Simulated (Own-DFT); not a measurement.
# What random displacements cost in monoclinic HfO2, 96 atoms (Hf32O64)

These are calculations, not measurements. The program, named Own-DFT, is a retired in-house plane-wave density functional code that no person has reviewed. Each row is one single-point run on a periodic cell that was not relaxed, without spin or spin-orbit coupling.

Settings of every run: PBEsol; PseudoDojo norm-conserving scalar-relativistic files, made for PBE; cutoff 72 hartree; 2 x 2 x 2 k mesh centred on Gamma; Fermi-Dirac smearing of 0.1 eV.

Known limits: hafnium file: forces about 75 meV/angstrom off all-electron values; oxygen file: force components 24 meV/angstrom off all-electron in a glass; forces on such cells passed a denser k mesh, each cell not checked; stress not checked against mesh or cutoff.

Cell vectors in Å: (10.234, 0.000, 0.000); (0.000, 10.350, 0.000); (-1.696, 0.000, 10.445). In each run every atom was moved at random and independently from its ideal site; u is the rms move along one axis. E is the free energy for each atom above the fitted value at u = 0, and F the rms of the force components.

| run | u (Å) | E (meV/atom) | F (eV/Å) | largest force (eV/Å) | P (GPa) |
|---|---|---|---|---|---|
| 1 | 0.0187 | 9.0 | 0.430 | 1.73 | -2.71 |
| 2 | 0.0195 | 8.3 | 0.381 | 1.65 | -2.72 |
| 3 | 0.0197 | 9.3 | 0.410 | 1.74 | -2.49 |
| 4 | 0.0507 | 59.6 | 1.020 | 3.26 | -0.25 |
| 5 | 0.0508 | 67.5 | 1.145 | 4.72 | -0.29 |
| 6 | 0.0516 | ? | ? | ? | ? |
| 7 | 0.0750 | 136.6 | 1.652 | 8.11 | 2.87 |
| 8 | 0.0795 | 153.3 | 1.726 | 7.61 | 1.07 |
| 9 | 0.0811 | 150.6 | 1.692 | 6.99 | 1.51 |
| 10 | 0.1138 | 320.1 | 2.807 | 12.62 | 9.09 |

## Worked fit

For small independent moves the energy grows as E = (3/2) K u², with K the mean stiffness felt by one atom. The runs with u up to 0.11 Å give K = 16.1 ± 0.4 eV/Å², with residuals divided by u² + 0.0006 Å², since the noise grows with the moves. The scatter is 3.1 meV/atom at u = 0.05 Å. The forces follow F = G u with G = 21.4 eV/Å²; no force at u = 0 is resolved. G exceeds K because the moves of its neighbours add to the force on an atom, and stiffness differs between atoms. The pressure follows P = -2.65 + 732 u² GPa: at fixed volume, shortened bonds push harder than stretched ones pull.

## Withheld run

Question: what energy and rms force should run 6 give?

The fit gives 64 ± 4 meV/atom and about 1.10 eV/Å. The calculation gave 67.8 meV/atom and 1.151 eV/Å.
